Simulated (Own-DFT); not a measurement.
# How strain changes the stress of wurtzite AlGaN with randomly placed atoms, 72 atoms (Al9Ga27N36)

These are calculations, not measurements. They come from Own-DFT, an in-house plane-wave density functional program, since retired, whose code no person has reviewed. Each row is one single-point run on a periodic cell that was not relaxed, without spin or spin-orbit coupling.

Settings of every run: PBE; PseudoDojo norm-conserving scalar-relativistic files (stringent for Ga); cutoff 96 hartree; 4 x 4 x 3 k mesh centred on Gamma; Gaussian smearing of 0.01 eV.

Known limits: forces on such cells passed a denser k mesh, each cell not checked; stress not checked against mesh or cutoff.

Unstrained cell vectors in Å: (9.509, 0.000, 0.000); (-4.755, 8.235, 0.000); (0.000, 0.000, 10.268). The unstrained cell has measured lattice constants (interpolated for alloys), not those of this functional. That, the random moves and any unrelaxed bonds set the pressure at no strain. Each run strains this cell uniformly, with the atoms carried along. Every atom was also moved at random, by a Gaussian of width 0.05 Å on each axis. The random placing of the alloy's atoms differs from row to row. Strain is the symmetric tensor, in per cent. Stress is positive in tension, and the pressure is minus a third of its trace.

```
run  e_xx (%)  e_yy (%)  e_zz (%)  s_xx (GPa)  s_yy (GPa)  s_zz (GPa)  P (GPa)  E (meV/atom)
  1     -3.00     -3.00      0.00      -25.18      -27.10      -12.17    21.49          81.0
  2     -1.75     -1.75      0.00      -18.76      -18.23      -11.45    16.15          78.5
  3      2.50      2.50      0.00        3.70        4.97       -3.57    -1.70          26.7
  4      1.50      1.50      0.00        0.39        1.15       -6.63     1.70          17.2
  5      3.00      3.00      0.00        8.03        7.65       -3.97    -3.90           0.0
  6     -1.50     -1.50      0.00      -14.05      -15.46       -9.60    13.04          17.2
  7      2.00      2.00      0.00        1.48        3.85       -5.05    -0.09          18.9
  8      2.75      2.75      0.00        5.49        6.29       -2.53    -3.08           2.2
  9      1.00      1.00      0.00           ?           ?           ?        ?             ?
```

E is the free energy for each atom above the lowest run shown.

## Worked fit

The change of volume is close to e_xx + e_yy + e_zz. A straight line through the runs shown gives P = 8.41 - 207 x (fractional change of volume) GPa, with an error of 6 on the slope and a scatter of 0.80 GPa. The strain isn't the same on all axes and the cell isn't cubic, so the slope belongs to this path and is not the bulk modulus.

## Withheld run

Question: what pressure should run 9 give? Its volume changes by 2.01 %.

The line gives 4.2 GPa. The calculation gave 2.96 GPa.
